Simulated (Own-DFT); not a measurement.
# A pressure from energies alone: corundum Al2O3, 78 atoms (Al32O46), with two O vacancies

These are calculations. Each geometry was run twice at fixed positions with Own-DFT, a retired in-house plane-wave program that no person has reviewed: with PBE, and with HSE06 (exact exchange share 0.25 at short range, screening 0.11 per bohr, Gygi-Baldereschi treatment of its divergence). Both used PseudoDojo norm-conserving files made for PBE, a cutoff of 48 hartree, the Gamma point alone, fixed occupations, a neutral cell and no spin. One k point on a cell 7.9 Å thick isn't converged, and results move with the size of the cell. The oxygen file's force components were 24 meV/Å off all-electron values in a glass.

Unstrained cell vectors in Å: (5.494, 0.000, 8.660); (-2.747, 4.758, 8.660); (-2.747, -4.758, 8.660), volume V0 = 679.1 Å³, from measured lattice constants. Each geometry has its own random strain of a few per cent, its own defect sites and random moves of rms u per axis. HSE06 gave the energy alone. D is its energy less that of PBE, over the lowest D shown. The PBE stress wasn't checked against mesh or cutoff.

| run | V - V0 (Å³) | u (Å) | P with PBE (GPa) | D (eV) |
|---|---|---|---|---|
| 1 | 19.6 | 0.0297 | 0.23 | 1.296 |
| 2 | -10.5 | 0.0480 | 13.08 | 0.243 |
| 3 | -5.4 | 0.0448 | 10.19 | 0.420 |
| 4 | 5.7 | 0.0506 | 7.27 | 0.917 |
| 5 | -1.6 | 0.0484 | 9.68 | 0.504 |
| 6 | -18.4 | 0.0459 | 16.34 | 0.000 |
| 7 | 8.2 | 0.0296 | 4.91 | 0.875 |
| 8 | 7.1 | 0.0301 | 4.74 | 0.862 |
| 9 | -0.3 | 0.0471 | 8.89 | 0.753 |
| 10 | 11.0 | 0.0306 | 3.08 | 1.003 |
| 11 | -8.3 | 0.0302 | 9.94 | 0.254 |
| 12 | -1.1 | 0.0286 | 7.21 | 0.473 |
| 13 | 6.5 | 0.0291 | 5.23 | ? |

## Worked fit

D = 0.50 + 0.0379 (V - V0) + 74 u² eV, with an error of 0.0019 on the volume slope, 27 on the last term and a scatter of 0.06 eV. Pressure is -dE/dV, and 1 eV/Å³ is 160.2 GPa, so HSE06 changes the pressure by -6.1 ± 0.3 GPa. With the ions held to the strained lattice, the PBE pressure falls by 250 ± 10 GPa per unit of volume strain; the shape of the strain isn't fitted, so the true error is larger, and a relaxed crystal would be softer. On that slope HSE06's volume at a given pressure is about 2.4 % smaller, or 0.8 % in lengths. At u = 0 and V0 the PBE pressure is 6.1 GPa, which puts the zero-pressure volume, against the measured cell and with the defects in, at +2.4 % for PBE and +0.0 % for HSE06, each good to a few tenths of a per cent.

## Prediction

Asked: what D should run 13 give?

The fit gives 0.81 eV, with rows scattering by 0.06. Computed: 0.787 eV.
